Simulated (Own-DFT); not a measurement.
## Calculated data, AlN (wurtzite, strained, atoms displaced)

All values are calculated (Own-DFT development build). A calculation, not a measurement: plane-wave PBE density functional theory by an unreviewed code, no spin, of a simulated periodic cell, stress positive in tension, free energy of the whole cell less one offset for each atom, forces on such cells passed a denser k mesh, this cell's mesh not checked; offsets are fitted by least squares, one for each functional and potential file, so energies compare only between cells with the same atoms and settings and are not formation energies; the far tail of each file's local potential was reset to the Coulomb form; each entry is a single point on an unrelaxed cell, so the pressure reflects the starting lattice, mostly measured values (interpolated for alloys), from which strain is counted, and rises with the displacements; printed positions are rounded, which can move forces by about a meV/angstrom; the program, named Own-DFT, is a retired in-house code; no spin-orbit coupling.

Settings shared by all entries: functional PBE; potential files PseudoDojo norm-conserving, scalar-relativistic, standard set; wave cutoff 42 hartree; occupations Fermi-Dirac; smearing width 0.1 eV; hardware one NVIDIA H100; k mesh 2 x 2 x 2 centred on Gamma.

(1) AlN (wurtzite, strained, atoms displaced)

```cif
# cell vector a (Å): 12.5579 0.2028 -0.0221
# cell vector b (Å): -6.1033 10.7733 0.1979
# cell vector c (Å): -0.0177 0.1727 9.9394
data_AlN
_symmetry_space_group_name_H-M 'P 1'
_symmetry_Int_Tables_number 1
_cell_length_a 12.5596
_cell_length_b 12.3836
_cell_length_c 9.9409
_cell_angle_alpha 88.168
_cell_angle_beta 90.187
_cell_angle_gamma 118.605
_cell_volume 1356.59
loop_
_atom_site_label
_atom_site_type_symbol
_atom_site_fract_x
_atom_site_fract_y
_atom_site_fract_z
_atom_site_occupancy
Al1 Al 0.07405 0.15968 0.99804 1
Al2 Al 0.16700 0.08336 0.24931 1
N1 N 0.09226 0.17720 0.19381 1
N2 N 0.16543 0.07947 0.44745 1
Al3 Al 0.08120 0.16472 0.49992 1
Al4 Al 0.16982 0.09129 0.75737 1
N3 N 0.08517 0.16449 0.68565 1
N4 N 0.16699 0.09212 0.94392 1
Al5 Al 0.08243 0.41437 0.99218 1
Al6 Al 0.16383 0.33338 0.24277 1
N5 N 0.08262 0.42403 0.18645 1
N6 N 0.17367 0.33988 0.44485 1
Al7 Al 0.08400 0.42196 0.50213 1
Al8 Al 0.16540 0.33412 0.74746 1
N7 N 0.07943 0.41899 0.68943 1
N8 N 0.16712 0.33436 0.94033 1
Al9 Al 0.08147 0.66750 0.99444 1
Al10 Al 0.16574 0.58504 0.25351 1
N9 N 0.08482 0.66596 0.19134 1
N10 N 0.16871 0.58402 0.44826 1
Al11 Al 0.08371 0.66773 0.50029 1
Al12 Al 0.15900 0.58387 0.75231 1
N11 N 0.07968 0.66604 0.69070 1
N12 N 0.16531 0.58018 0.94419 1
Al13 Al 0.07991 0.90941 0.99734 1
Al14 Al 0.16432 0.83069 0.24768 1
N13 N 0.07912 0.91245 0.19986 1
N14 N 0.17111 0.84158 0.44993 1
Al15 Al 0.08778 0.92063 0.49246 1
Al16 Al 0.17048 0.83904 0.74987 1
N15 N 0.08898 0.92454 0.69095 1
N16 N 0.16550 0.83257 0.93725 1
Al17 Al 0.33075 0.16598 0.00564 1
Al18 Al 0.41090 0.08591 0.26525 1
N17 N 0.33038 0.16654 0.19379 1
N18 N 0.41699 0.08656 0.45156 1
Al19 Al 0.32857 0.15806 0.49793 1
Al20 Al 0.41470 0.08691 0.74719 1
N19 N 0.33115 0.16268 0.67988 1
N20 N 0.42095 0.08049 0.94567 1
Al21 Al 0.33354 0.41515 0.99674 1
Al22 Al 0.41483 0.33339 0.24152 1
N21 N 0.33541 0.41774 0.19043 1
N22 N 0.41505 0.33289 0.44038 1
Al23 Al 0.33367 0.41067 0.50004 1
Al24 Al 0.41833 0.33490 0.74950 1
N23 N 0.33519 0.41801 0.69165 1
N24 N 0.42020 0.33226 0.94412 1
Al25 Al 0.32945 0.65830 0.99721 1
Al26 Al 0.41832 0.58010 0.25975 1
N25 N 0.34134 0.66536 0.20188 1
N26 N 0.41277 0.58464 0.43564 1
Al27 Al 0.33616 0.66952 0.49288 1
Al28 Al 0.41296 0.58601 0.75201 1
N27 N 0.33898 0.67272 0.69385 1
N28 N 0.42462 0.58834 0.94178 1
Al29 Al 0.33484 0.91587 0.00192 1
Al30 Al 0.41505 0.83265 0.24278 1
N29 N 0.33002 0.91640 0.19037 1
N30 N 0.41390 0.83143 0.43726 1
Al31 Al 0.33693 0.91084 0.50610 1
Al32 Al 0.41981 0.83604 0.73808 1
N31 N 0.32541 0.91476 0.70248 1
N32 N 0.41025 0.82932 0.94681 1
Al33 Al 0.58685 0.17166 0.99857 1
Al34 Al 0.66605 0.07613 0.24677 1
N33 N 0.58631 0.17275 0.19483 1
N34 N 0.66464 0.07595 0.44139 1
Al35 Al 0.57990 0.15982 0.49774 1
Al36 Al 0.66176 0.08425 0.75040 1
N35 N 0.58144 0.16626 0.69815 1
N36 N 0.66728 0.07463 0.93912 1
Al37 Al 0.57782 0.42848 0.99804 1
Al38 Al 0.66812 0.34105 0.24549 1
N37 N 0.58191 0.41941 0.19168 1
N38 N 0.67639 0.33481 0.43671 1
Al39 Al 0.57847 0.41343 0.50801 1
Al40 Al 0.66598 0.32736 0.75565 1
N39 N 0.57931 0.41399 0.68830 1
N40 N 0.66646 0.34350 0.93672 1
Al41 Al 0.58048 0.66262 0.00393 1
Al42 Al 0.66894 0.58719 0.24476 1
N41 N 0.58698 0.66874 0.19225 1
N42 N 0.66758 0.57901 0.44785 1
Al43 Al 0.58522 0.66616 0.49695 1
Al44 Al 0.66232 0.58567 0.74889 1
N43 N 0.58021 0.66847 0.70001 1
N44 N 0.67022 0.58363 0.94267 1
Al45 Al 0.58037 0.91524 0.99843 1
Al46 Al 0.66842 0.83730 0.24222 1
N45 N 0.58194 0.91667 0.18793 1
N46 N 0.66483 0.83420 0.43244 1
Al47 Al 0.58014 0.91241 0.49294 1
Al48 Al 0.66663 0.83283 0.74759 1
N47 N 0.58458 0.91158 0.69197 1
N48 N 0.67355 0.83921 0.94149 1
Al49 Al 0.83978 0.17437 0.00496 1
Al50 Al 0.91450 0.07741 0.24990 1
N49 N 0.83295 0.16123 0.18380 1
N50 N 0.91919 0.08780 0.43934 1
Al51 Al 0.82861 0.15986 0.50263 1
Al52 Al 0.91355 0.08712 0.74966 1
N51 N 0.83205 0.16854 0.68998 1
N52 N 0.91875 0.07928 0.94535 1
Al53 Al 0.83679 0.41463 0.99513 1
Al54 Al 0.90829 0.33246 0.24511 1
N53 N 0.83604 0.41698 0.19139 1
N54 N 0.91886 0.33436 0.44234 1
Al55 Al 0.83085 0.42120 0.49623 1
Al56 Al 0.90832 0.33371 0.75561 1
N55 N 0.84239 0.41371 0.69301 1
N56 N 0.92033 0.33960 0.93572 1
Al57 Al 0.83650 0.66852 0.99375 1
Al58 Al 0.92352 0.58209 0.24938 1
N57 N 0.82953 0.65128 0.19570 1
N58 N 0.91942 0.58902 0.44825 1
Al59 Al 0.83579 0.66293 0.49989 1
Al60 Al 0.91749 0.58307 0.74967 1
N59 N 0.83709 0.66385 0.68995 1
N60 N 0.91424 0.57760 0.93569 1
Al61 Al 0.83467 0.91494 0.99522 1
Al62 Al 0.91749 0.82677 0.25442 1
N61 N 0.82316 0.91513 0.19662 1
N62 N 0.91860 0.83107 0.43299 1
Al63 Al 0.83608 0.91779 0.50062 1
Al64 Al 0.92090 0.83046 0.74593 1
N63 N 0.83580 0.90966 0.68405 1
N64 N 0.92079 0.84194 0.94824 1
```

Results for AlN (wurtzite, strained, atoms displaced): free energy of cell above offsets -53.511 eV; pressure 2.37 GPa; stress xx -3 GPa; stress yy -0.51 GPa; stress zz -3.61 GPa; stress yz 4.25 GPa; stress xz -0.96 GPa; stress xy 5.84 GPa; wall time 385.7 s.

Force:
```csv
element,x (eV/Å),y (eV/Å),z (eV/Å)
Al,1.081,2.072,1.059
Al,-0.458,-0.118,0.619
N,-1.169,-3.037,-0.9
N,-0.189,1.694,-1.995
Al,0.321,1.126,-0.645
Al,0.656,-1.26,-1.417
N,-1.759,0.915,1.364
N,1.481,-1.587,0.417
Al,-0.014,0.582,1.222
Al,0.236,2.059,1.558
N,-0.08,-1.193,0.054
N,-0.918,-1.096,-0.735
Al,0.183,-1.674,-0.381
Al,0.048,0.006,-0.557
N,0.254,-0.241,1.306
N,0.301,-0.59,-0.257
Al,0.426,-0.798,0.404
Al,1.78,-0.536,-0.061
N,-0.68,0.779,-0.444
N,-0.458,1.197,-1.043
Al,0.041,0.512,0.439
Al,1.777,-0.174,-0.515
N,-0.086,1.151,0.376
N,-0.163,0.753,-0.683
Al,0.212,1.886,0.802
Al,0.828,0.366,1.083
N,0.055,0.863,-1.639
N,1.497,-1.634,-1.459
Al,-1.231,-1.386,1.706
Al,-1.642,-1.472,-0.413
N,-0.676,-0.651,0.32
N,0.205,0.2,1.031
Al,0.922,-0.436,-0.672
Al,1.821,-0.545,-2.198
N,0.014,-0.067,0.271
N,1.38,-1.665,-0.611
Al,-1.458,1.923,-0.042
Al,0.578,-0.969,1.186
N,-0.738,1.381,2.603
N,-1.278,1.104,-0.731
Al,-0.459,0.295,0.377
Al,0.684,0.121,1.566
N,-0.972,0.194,-0.68
N,1.227,-0.877,-0.503
Al,-1.03,1.22,0.03
Al,-0.055,-0.927,-0.185
N,-0.574,0.198,0.48
N,-1.02,-0.046,-0.568
Al,-0.032,1.245,1.145
Al,0.554,-0.084,-2.431
N,-2.297,0.03,-1.564
N,1.986,-0.479,2.894
Al,-0.505,-1.196,1.161
Al,1.288,-0.53,-0.298
N,-1.814,-0.669,-1.048
N,-0.88,-1.553,-0.092
Al,-0.584,0.002,-0.43
Al,0.426,-0.14,0.101
N,-0.383,0.491,0.9
N,0.746,1.026,0.131
Al,-2.146,0.837,0.103
Al,-0.287,-0.35,2.458
N,2.78,1.331,-1.94
N,1.385,-0.123,-0.877
Al,-0.212,-0.575,0.555
Al,-0.684,1.359,-0.051
N,-0.289,-0.796,-0.06
N,-0.2,0.788,-0.206
Al,0.773,1.811,0.117
Al,1.875,-1.236,0.193
N,-0.624,-0.094,-1.477
N,-0.418,2.881,0.314
Al,2.166,-2.322,0.866
Al,0.772,-0.892,0.413
N,-0.696,0.34,-0.637
N,-2.217,-0.79,0.758
Al,0.684,-0.382,-2.391
Al,-0.147,1.666,-1.45
N,0.664,0.445,1.879
N,1.033,-0.918,1.48
Al,0.628,1.828,-0.493
Al,0.349,-1.246,1.5
N,-0.873,-0.015,-0.009
N,-0.124,0.706,-0.693
Al,-0.703,0.036,0.298
Al,1.551,-0.666,-0.152
N,-0.057,-0.196,-1.643
N,-0.502,1.868,-0.761
Al,0.025,-1.009,-0.214
Al,-1.038,-1.6,0.826
N,-0.702,-0.154,0.179
N,0.871,-0.275,1.111
Al,0.385,-0.537,0.749
Al,1.246,-0.151,0.834
N,-1.593,1.655,-1.111
N,-0.444,-1.326,-0.167
Al,-0.389,-1.948,-2.094
Al,0.476,0.956,-0.056
N,-0.682,0.974,1.939
N,0.178,-0.997,0.256
Al,-0.116,1.722,-0.756
Al,1.676,-1.096,-0.095
N,-0.794,-0.362,0.725
N,-1.389,1.037,-1.093
Al,-2.144,0.595,0.881
Al,3.046,-0.911,1.691
N,-1.706,0.769,-1.272
N,-0.521,-0.264,-0.641
Al,1.993,-0.88,0.9
Al,4.372,-1.67,-1.431
N,-5.355,2.068,-1.397
N,0.58,-1.545,1.464
Al,-0.195,-0.763,1.05
Al,-0.523,-0.61,0.64
N,-0.153,2.475,-1.287
N,1.662,-0.999,-1.616
Al,-1.829,1.057,0.103
Al,0.63,-1.023,-0.609
N,-1.729,0.505,0.555
N,0.378,1.62,0.965
Al,-1.827,0.365,1.63
Al,-1.463,-0.335,-1.711
N,3.431,0.496,-1.407
N,-0.151,0.342,2.494
Al,-0.239,-0.639,-1.599
Al,0.363,0.658,0.063
N,-1.316,1.084,1.461
N,1.098,-2.34,-1.461
```

(2) AlN (wurtzite, strained, atoms displaced)

```cif
# cell vector a (Å): 12.5102 -0.0775 -0.2007
# cell vector b (Å): -6.3223 10.8821 0.1696
# cell vector c (Å): -0.1606 0.0640 10.0100
data_AlN
_symmetry_space_group_name_H-M 'P 1'
_symmetry_Int_Tables_number 1
_cell_length_a 12.5120
_cell_length_b 12.5865
_cell_length_c 10.0115
_cell_angle_alpha 88.450
_cell_angle_beta 91.840
_cell_angle_gamma 120.518
_cell_volume 1357.43
loop_
_atom_site_label
_atom_site_type_symbol
_atom_site_fract_x
_atom_site_fract_y
_atom_site_fract_z
_atom_site_occupancy
Al1 Al 0.07748 0.16750 0.99903 1
Al2 Al 0.16572 0.08119 0.24615 1
N1 N 0.07904 0.16111 0.19059 1
N2 N 0.16626 0.07702 0.43566 1
Al3 Al 0.08324 0.17080 0.49930 1
Al4 Al 0.17229 0.08687 0.75271 1
N3 N 0.08209 0.16842 0.69744 1
N4 N 0.16692 0.08840 0.94202 1
Al5 Al 0.07995 0.40982 0.99327 1
Al6 Al 0.17028 0.33444 0.25433 1
N5 N 0.08569 0.41543 0.19882 1
N6 N 0.16160 0.33482 0.44872 1
Al7 Al 0.08683 0.41964 0.49261 1
Al8 Al 0.16138 0.33357 0.75218 1
N7 N 0.08355 0.41456 0.68802 1
N8 N 0.16174 0.33433 0.93691 1
Al9 Al 0.09130 0.66768 0.99852 1
Al10 Al 0.16096 0.58259 0.25873 1
N9 N 0.08379 0.66803 0.18878 1
N10 N 0.16827 0.58730 0.43920 1
Al11 Al 0.08374 0.66554 0.49769 1
Al12 Al 0.16786 0.57406 0.74760 1
N11 N 0.08714 0.66625 0.70789 1
N12 N 0.16717 0.57843 0.94358 1
Al13 Al 0.07628 0.90996 0.99641 1
Al14 Al 0.16831 0.83494 0.25009 1
N13 N 0.08767 0.92490 0.18624 1
N14 N 0.17731 0.83257 0.43915 1
Al15 Al 0.08956 0.91599 0.50134 1
Al16 Al 0.15779 0.82974 0.75207 1
N15 N 0.08914 0.92358 0.68567 1
N16 N 0.16597 0.82724 0.94763 1
Al17 Al 0.33053 0.16448 0.00062 1
Al18 Al 0.41722 0.08429 0.24771 1
N17 N 0.33819 0.16592 0.18957 1
N18 N 0.41228 0.08638 0.44858 1
Al19 Al 0.33286 0.16774 0.50089 1
Al20 Al 0.41493 0.08515 0.74451 1
N19 N 0.33314 0.15829 0.70417 1
N20 N 0.41749 0.08219 0.93915 1
Al21 Al 0.33058 0.41924 0.00330 1
Al22 Al 0.42291 0.33462 0.25930 1
N21 N 0.33148 0.41024 0.19007 1
N22 N 0.41969 0.33315 0.43590 1
Al23 Al 0.33079 0.41242 0.50135 1
Al24 Al 0.41817 0.33544 0.74525 1
N23 N 0.33303 0.41322 0.69429 1
N24 N 0.41478 0.32898 0.93234 1
Al25 Al 0.33409 0.66729 0.99475 1
Al26 Al 0.41923 0.57956 0.25235 1
N25 N 0.33918 0.66930 0.19101 1
N26 N 0.40553 0.58388 0.45218 1
Al27 Al 0.32830 0.66420 0.49826 1
Al28 Al 0.41041 0.58952 0.74766 1
N27 N 0.32891 0.66975 0.68993 1
N28 N 0.41225 0.58170 0.93869 1
Al29 Al 0.33095 0.91416 0.99929 1
Al30 Al 0.41305 0.83547 0.24867 1
N29 N 0.33881 0.91807 0.19109 1
N30 N 0.41836 0.83150 0.43835 1
Al31 Al 0.33257 0.92473 0.50448 1
Al32 Al 0.41534 0.83075 0.74842 1
N31 N 0.33182 0.91823 0.69574 1
N32 N 0.41907 0.83895 0.93809 1
Al33 Al 0.58956 0.17220 0.99638 1
Al34 Al 0.66692 0.08320 0.25307 1
N33 N 0.58049 0.16269 0.19152 1
N34 N 0.66896 0.08702 0.44121 1
Al35 Al 0.57991 0.16992 0.50405 1
Al36 Al 0.66976 0.08374 0.74408 1
N35 N 0.58279 0.16459 0.68244 1
N36 N 0.67048 0.08596 0.94128 1
Al37 Al 0.58288 0.41487 0.00017 1
Al38 Al 0.66955 0.33921 0.25507 1
N37 N 0.58833 0.41650 0.19498 1
N38 N 0.66323 0.33536 0.44043 1
Al39 Al 0.59136 0.42667 0.49659 1
Al40 Al 0.67202 0.33533 0.75068 1
N39 N 0.58254 0.40579 0.68430 1
N40 N 0.65886 0.32901 0.93841 1
Al41 Al 0.57504 0.66097 0.00577 1
Al42 Al 0.67174 0.58136 0.25560 1
N41 N 0.58434 0.67098 0.19004 1
N42 N 0.66317 0.58015 0.43883 1
Al43 Al 0.59014 0.67091 0.50375 1
Al44 Al 0.65884 0.58285 0.75481 1
N43 N 0.59023 0.66850 0.68436 1
N44 N 0.66429 0.57966 0.93996 1
Al45 Al 0.58330 0.92041 0.00232 1
Al46 Al 0.66356 0.83417 0.24635 1
N45 N 0.58579 0.91742 0.18700 1
N46 N 0.66767 0.83303 0.45013 1
Al47 Al 0.58637 0.91442 0.50066 1
Al48 Al 0.66103 0.82619 0.75239 1
N47 N 0.59142 0.92056 0.68716 1
N48 N 0.66687 0.83177 0.93249 1
Al49 Al 0.82915 0.16490 0.00230 1
Al50 Al 0.91488 0.08068 0.24617 1
N49 N 0.83131 0.16509 0.19332 1
N50 N 0.91650 0.08710 0.43779 1
Al51 Al 0.82781 0.16203 0.50416 1
Al52 Al 0.91396 0.08194 0.75674 1
N51 N 0.83404 0.16754 0.68657 1
N52 N 0.91787 0.07724 0.93552 1
Al53 Al 0.82547 0.41268 0.00404 1
Al54 Al 0.91910 0.33602 0.24525 1
N53 N 0.83520 0.41678 0.19595 1
N54 N 0.91359 0.33371 0.44177 1
Al55 Al 0.83843 0.41948 0.50916 1
Al56 Al 0.92110 0.34271 0.74966 1
N55 N 0.83750 0.41755 0.69691 1
N56 N 0.92129 0.33987 0.93937 1
Al57 Al 0.83354 0.67053 0.99958 1
Al58 Al 0.91506 0.58192 0.25235 1
N57 N 0.82712 0.66721 0.18753 1
N58 N 0.91737 0.58364 0.44319 1
Al59 Al 0.82998 0.67245 0.50209 1
Al60 Al 0.91536 0.57373 0.75516 1
N59 N 0.83178 0.66487 0.68419 1
N60 N 0.91120 0.58223 0.95182 1
Al61 Al 0.82729 0.91179 0.99834 1
Al62 Al 0.92042 0.84074 0.25549 1
N61 N 0.83221 0.91466 0.19870 1
N62 N 0.91499 0.83371 0.44135 1
Al63 Al 0.84036 0.91018 0.49754 1
Al64 Al 0.91500 0.83888 0.74745 1
N63 N 0.83198 0.91549 0.69041 1
N64 N 0.92044 0.83822 0.93894 1
```

The calculation gives: free energy of cell above offsets -54.799 eV; pressure 2.3 GPa; stress xx -2.42 GPa; stress yy -1.51 GPa; stress zz -2.98 GPa; stress yz 1.73 GPa; stress xz -4.54 GPa; stress xy -0.99 GPa; wall time 394.5 s.

Force:
```csv
element,x (eV/Å),y (eV/Å),z (eV/Å)
Al,1.76,-0.25,0.09
Al,0.61,1.397,0.04
N,0.164,1.395,-0.085
N,-0.779,1.422,0.632
Al,-0.062,-1.559,0.737
Al,-1.372,-0.091,0.414
N,0.442,-0.331,-0.987
N,-0.445,-1.32,0.112
Al,0.47,1.852,2.071
Al,-0.754,-1.063,-0.106
N,-0.23,0.33,-0.973
N,1.89,-0.199,-1.426
Al,-1.626,-0.544,0.767
Al,1.679,-0.816,-0.676
N,-0.518,0.658,-0.54
N,0.755,-0.321,0.937
Al,-1.104,-1.809,0.377
Al,1.521,0.384,-2.521
N,-0.264,-0.066,0.8
N,-1.027,-0.895,1.14
Al,0.132,0.551,1.194
Al,-1.396,1.479,1.191
N,-0.564,-1.175,-2.026
N,-0.151,0.036,-0.741
Al,2.044,2.152,0.686
Al,0.318,0.147,-0.716
N,-0.049,-2.427,0.522
N,-2.792,-0.557,0.054
Al,-0.163,-0.179,-0.565
Al,1.607,0.861,0.451
N,-0.81,-1.099,1.046
N,-1.339,1.378,-1.063
Al,1.081,0.246,-0.511
Al,0.463,-0.333,0.572
N,-1.333,0.776,0.448
N,0.714,0.106,-1.338
Al,-0.136,-0.258,0.584
Al,2.678,-1.395,1.766
N,-2.247,3.043,-2.97
N,-0.12,0.121,0.213
Al,0.854,-1.499,-1.249
Al,-0.231,-1.063,-2.839
N,0.542,0.957,0.714
N,-1.053,0.539,2.466
Al,0.128,0.83,0.497
Al,0.668,-1.258,0.739
N,-1.071,1.081,-0.591
N,-0.449,1.288,1.652
Al,-0.144,0.486,1.449
Al,-1.386,0.81,0.507
N,-0.792,-0.736,-0.161
N,3.084,-1.173,-1.42
Al,0.293,2.05,0.141
Al,2.163,-1.568,-0.479
N,0.63,-0.466,-0.253
N,0.081,0.394,-0.251
Al,0.737,1.326,-0.153
Al,2.03,-0.99,0.554
N,-1.901,0.292,-0.348
N,-0.703,0.7,0.732
Al,2.404,-0.91,0.48
Al,-0.301,1.955,-0.152
N,-0.093,-0.731,-0.539
N,0.144,-1.227,0.046
Al,-1.132,-2.563,0.956
Al,-0.354,0.035,-0.091
N,0.619,1.443,-0.152
N,-1.345,-1.022,0.031
Al,0.932,-0.23,-1.818
Al,-0.504,0.09,0.471
N,0.328,0.679,2.42
N,-0.866,-0.185,-0.912
Al,-0.82,-0.457,0.024
Al,1.089,-2.052,-0.089
N,-1.241,0.708,-0.773
N,0.994,0.607,0.754
Al,-0.053,-3.126,1.086
Al,-0.83,-1.409,-0.519
N,-0.914,2.119,0.516
N,1.111,1.559,-0.02
Al,1.165,0.779,-1.076
Al,-1.448,0.484,-1.388
N,0.516,-1.441,0.783
N,-0.205,2.402,0.035
Al,-1.53,-0.911,-1.203
Al,2.21,-1.054,-0.838
N,-2.136,-0.605,1.552
N,-0.732,0.632,0.585
Al,0.428,-0.292,-0.904
Al,0.531,-0.083,1.418
N,-0.691,0.342,0.696
N,0.708,0.064,-1.901
Al,-0.772,0.637,-0.389
Al,0.772,1.554,-1.6
N,-1.126,-1.266,0.861
N,-1.113,-0.714,2.182
Al,1.484,0.598,-0.162
Al,-0.293,0.554,1.095
N,0.292,0.592,-0.909
N,0.407,-1.044,0.299
Al,1.31,1.075,-1.155
Al,0.261,-0.043,-2.401
N,0.165,0.769,1.707
N,-2.011,0.382,2.131
Al,0.878,0.893,0.048
Al,0.108,-1.109,1.407
N,-0.713,0.039,-0.835
N,0.453,0.332,0.082
Al,-0.657,-0.827,-1.644
Al,1.22,-2.551,0.058
N,-0.985,-0.31,-0.728
N,-1.805,-1.558,0.222
Al,0.118,-0.505,-0.115
Al,-0.011,0.705,-0.73
N,1.637,0.888,0.983
N,-0.75,0.511,0.031
Al,1.485,-1.379,-0.369
Al,-0.867,2.91,0.744
N,-0.056,0.113,1.942
N,0.735,-0.147,-1.21
Al,1.035,0.525,0.513
Al,0.524,-1.134,-1.261
N,-0.543,0.092,-1.545
N,2.366,-0.497,-0.398
Al,-3.22,2.792,1.014
Al,1.285,-0.99,-0.023
N,-0.362,0.343,-0.197
N,-1.76,-1.471,-0.426
```
